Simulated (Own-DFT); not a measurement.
# One host, several defects: 4H SiC

No measurement is shown. These are fixed-geometry runs of a retired plane-wave code named Own-DFT, which no person has reviewed; spin and spin-orbit coupling are neglected.

Common settings: PBE; PseudoDojo norm-conserving scalar-relativistic files; cutoff 42 hartree; 4 x 4 x 3 k mesh centred on Gamma; Fermi-Dirac smearing of 0.1 eV.

Limits (not all hold for every row): a neutral cation vacancy leaves holes that likely carry spin, which these runs leave out; some atoms lie very close together; not probed for a lower state with spin; forces on such cells failed a check on a denser k mesh; forces on such cells passed a denser k mesh, each cell not checked; stress not checked against mesh or cutoff.

All runs share one cell, with vectors in Å (9.248, 0.000, 0.000); (-4.624, 8.009, 0.000); (0.000, 0.000, 10.068) and a volume of 745.7 Å³. u is the rms random offset of the atoms per axis. The defect's site can differ from row to row.

```
cell,formula,u (Å),P (GPa)
no defect,C36Si36,0.0281,3.78
no defect,C36Si36,0.0302,3.75
no defect,C36Si36,0.0611,6.80
one C on a Si site,C37Si35,0.0486,3.29
one C on a Si site,C37Si35,0.0509,3.26
one C on a Si site,C37Si35,0.0521,3.56
one Si vacancy,C36Si35,0.0286,3.09
one Si vacancy,C36Si35,0.0309,2.95
one Si vacancy,C36Si35,0.0315,3.35
two Al on a Si site each,Al2C36Si34,0.0316,5.77
two Al on a Si site each,Al2C36Si34,0.0480,6.71
two Al on a Si site each,Al2C36Si34,0.0531,7.43
one Si on a C site,C35Si37,0.0462,12.02
one Si on a C site,C35Si37,0.0488,?
one Si on a C site,C35Si37,0.0502,11.33
one Si on a C site,C35Si37,0.0526,11.91
```

## What the rows give

P = P0 + c u² + a shift for each defect gives P0 = 3.02 GPa, c = 970 ± 108 GPa/Å² and a scatter of 0.30 GPa. The shifts, and each times the cell's volume:

- one Si on a C site: 6.33 ± 0.25 GPa, 29.5 eV
- two Al on a Si site each: 1.63 ± 0.24 GPa, 7.6 eV (3.8 eV for each of its 2 sites)
- one Si vacancy: -0.79 ± 0.26 GPa, -3.7 eV
- one C on a Si site: -2.13 ± 0.26 GPa, -9.9 eV

A positive shift means that the defect pushes the cell outwards. Shift times volume (160.2 GPa Å³ is 1 eV) depends little on the cell's size, so, taken for each site, it can be compared between cells at like pressure. The atoms around the defects weren't relaxed, which would change these numbers.

## Test on the hidden row

Asked: what pressure belongs in the blank (one Si on a C site, u = 0.0488 Å)?

The fit gives 11.67 ± 0.34 GPa. The run itself gave 11.76 GPa.
